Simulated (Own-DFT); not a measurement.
# Which arrangement is lower? C16Si16, 32 atoms

The numbers are computed, not measured, by runs of the plane-wave DFT program Own-DFT (in-house, retired, unreviewed) at fixed positions, with no spin and no spin-orbit coupling.

Method: PBE; PseudoDojo norm-conserving scalar-relativistic files; cutoff 42 hartree; 5 x 5 x 3 k mesh centred on Gamma; Fermi-Dirac smearing of 0.1 eV.

Keep in mind: forces on such cells passed a denser k mesh, each cell not checked; stress not checked against mesh or cutoff.

All cells hold the same atoms in the same cell, with vectors in Å (6.165, 0.000, 0.000); (-3.083, 5.339, 0.000); (0.000, 0.000, 10.068). u is the rms random offset of the atoms per axis. E is the free energy of the whole cell, counted from the lowest run. The arrangements:

- A: 2H SiC
- B: 4H SiC

```
arrangement,u (Å),E (eV),P (GPa)
A,0.0267,0.231,3.76
A,0.0282,0.309,3.83
A,0.0337,0.769,4.10
A,0.0590,4.341,6.83
A,0.0590,3.936,6.24
A,0.0613,3.597,6.02
B,0.0257,0.000,3.61
B,0.0296,0.202,3.71
B,0.0308,0.367,3.86
B,0.0599,3.395,6.04
B,0.0644,3.986,6.21
B,0.0694,4.526,6.50
```

Q: which arrangement lies lowest after the energy of the random moves is removed?

## Answer

Fit E = a + b u², with one b for all and one a for each arrangement, and with residuals divided by u², since the noise grows with the moves. Then b = 1216 eV/Å², the scatter at u = 0.04 Å is 0.15 eV, and against A:

- B: -0.20 ± 0.06 eV (lower)

The cells share one lattice and weren't relaxed, which can shift such small differences either way.
